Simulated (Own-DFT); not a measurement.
# Strain and stress in hcp Hf, 36 atoms (Hf36)

No measurement is shown. These are fixed-geometry runs of a retired plane-wave code named Own-DFT, which no person has reviewed; spin and spin-orbit coupling are neglected.

Common settings: PBE; PseudoDojo norm-conserving scalar-relativistic files; cutoff 42 hartree; 4 x 4 x 4 k mesh centred on Gamma; cold (Marzari-Vanderbilt) smearing of 0.2 eV.

Known weak points: hafnium file: forces about 75 meV/angstrom off all-electron values; forces on such cells passed a denser k mesh, each cell not checked; stress not checked against mesh or cutoff.

Unstrained cell vectors in Å: (9.589, 0.000, 0.000); (-4.795, 8.305, 0.000); (0.000, 0.000, 10.102). The unstrained cell has measured lattice constants (interpolated for alloys), not those of this functional. That, the random moves and any unrelaxed bonds set the pressure at no strain. A uniform strain is put on this cell, atoms riding along. Each coordinate of each atom was shifted by a normal deviate of width 0.05 Å. Strains are tensor components in per cent; tension counts as positive stress, and P is minus the mean normal stress.

| run | e_xx (%) | e_yy (%) | e_zz (%) | e_yz (%) | e_xz (%) | e_xy (%) | s_xx (GPa) | s_yy (GPa) | s_zz (GPa) | s_yz (GPa) | s_xz (GPa) | s_xy (GPa) | P (GPa) | E (meV/atom) |
|---|---|---|---|---|---|---|---|---|---|---|---|---|---|---|
| 1 | 0.63 | -0.41 | -1.84 | 0.95 | 1.15 | 1.03 | -2.04 | -2.66 | -5.42 | 1.02 | 1.24 | 1.31 | 3.37 | 7.5 |
| 2 | -1.72 | -1.42 | 0.63 | -0.84 | -0.70 | -0.53 | -5.49 | -4.93 | -2.57 | -0.84 | -0.68 | -0.63 | 4.33 | 11.7 |
| 3 | -0.94 | 0.46 | 1.93 | -1.53 | -1.93 | -1.88 | -1.50 | 0.15 | 1.83 | -1.53 | -1.88 | -2.53 | -0.16 | 9.1 |
| 4 | -1.50 | 1.88 | -1.64 | 0.05 | 1.58 | 0.91 | -4.57 | 0.30 | -4.95 | -0.13 | 1.74 | 0.91 | 3.07 | 17.7 |
| 5 | 1.89 | -0.26 | -0.30 | -1.54 | -0.31 | -0.16 | 2.22 | -0.96 | -1.12 | -1.71 | -0.30 | -0.24 | -0.04 | 0.0 |
| 6 | 0.54 | -0.65 | -1.38 | -1.03 | 1.10 | -0.62 | -1.87 | -3.40 | -4.91 | -1.07 | 1.13 | -1.15 | 3.39 | 19.4 |
| 7 | -0.69 | 1.16 | -1.34 | 1.95 | 0.93 | -1.07 | -2.81 | -0.42 | -4.25 | 1.99 | 1.10 | -1.43 | 2.49 | 7.9 |
| 8 | -0.07 | -1.35 | 0.41 | -1.32 | 0.18 | -1.12 | -1.80 | -3.91 | -1.91 | -1.29 | 0.15 | -1.82 | 2.54 | 9.2 |
| 9 | -1.23 | -1.71 | 0.78 | -1.54 | 1.66 | -1.68 | -4.62 | -4.98 | -2.13 | -1.35 | 1.54 | -2.14 | 3.91 | 17.4 |
| 10 | -1.26 | 1.35 | -0.77 | -1.37 | 1.99 | -1.49 | -3.66 | 0.08 | -3.31 | -1.17 | 2.09 | -1.63 | 2.30 | 12.4 |
| 11 | -1.95 | -1.65 | 1.26 | 0.47 | -1.19 | 0.23 | -5.62 | -5.19 | -2.01 | 0.53 | -1.11 | 0.46 | 4.27 | 21.4 |
| 12 | -1.20 | -1.66 | -0.75 | -1.70 | -0.67 | 0.27 | -5.36 | -6.15 | -5.57 | -1.81 | -0.68 | 0.44 | 5.69 | 19.1 |
| 13 | -1.53 | 0.08 | 0.97 | 0.91 | -1.93 | -1.07 | -3.48 | -1.56 | -0.68 | 0.68 | -1.91 | -1.57 | 1.91 | 4.6 |
| 14 | 1.19 | -1.02 | 0.56 | -0.97 | 1.74 | 1.16 | 0.69 | -2.42 | -0.53 | -1.16 | 1.54 | 1.74 | 0.75 | 13.7 |
| 15 | -0.08 | 0.98 | -0.45 | 0.50 | -1.83 | 0.82 | -1.19 | 0.20 | -2.26 | 0.58 | -1.91 | 1.01 | 1.09 | 8.4 |
| 16 | -0.90 | -0.47 | -1.64 | 0.37 | -1.74 | 0.78 | -4.88 | -3.89 | -6.40 | 0.40 | -1.78 | 1.19 | 5.06 | 17.2 |
| 17 | 0.19 | -0.38 | -0.92 | 1.68 | 0.83 | -0.49 | -1.24 | -2.98 | -3.76 | 1.83 | 0.85 | -0.28 | 2.66 | 3.2 |
| 18 | 0.29 | 0.23 | -1.09 | 0.69 | 1.88 | 1.97 | ? | ? | ? | ? | ? | ? | ? | ? |

E is the free energy for each atom above the lowest run shown.

## Worked fit

Least squares on the runs shown: each stress against a constant and the strains, taken as fractions with shears doubled. Shear strains stay in the fit of a normal stress only where such slopes are resolved. The slopes, in GPa:

```
stress,at no strain,per e_xx,per e_yy,per e_zz,scatter
s_xx,-1.3,208 ± 6,69 ± 6,78 ± 6,0.26
s_yy,-1.4,62 ± 4,201 ± 4,64 ± 4,0.16
s_zz,-1.8,74 ± 3,73 ± 3,211 ± 4,0.14
```

The slope of each shear stress on twice its own strain, from a fit on all six strains: yz 51 ± 2, xz 50 ± 1, xy 67 ± 4 GPa. These are stiffnesses along x, y and z of the frame in which the cell vectors are given, with the crystal's c axis along z: C11, C12, C13 and C33. Hexagonal symmetry asks that xx and yy behave alike, which is a second check on the noise. These are clamped-ion slopes: internal relaxation, where symmetry allows it, would soften some. Slopes across the diagonal should nearly agree, so their difference gauges the noise. A ninth of the table's sum, 116 ± 2 GPa, estimates the bulk modulus near the mean pressure of these runs, 2.7 GPa, so it lies above the value at zero pressure.

## Check

The question: what normal stresses and pressure should run 18 give?

Estimate: s_xx = -1.4, s_yy = -1.5, s_zz = -3.7 and P = 2.2 GPa. The run itself gave -1.57, -1.64, -3.47 and P = 2.23 GPa.
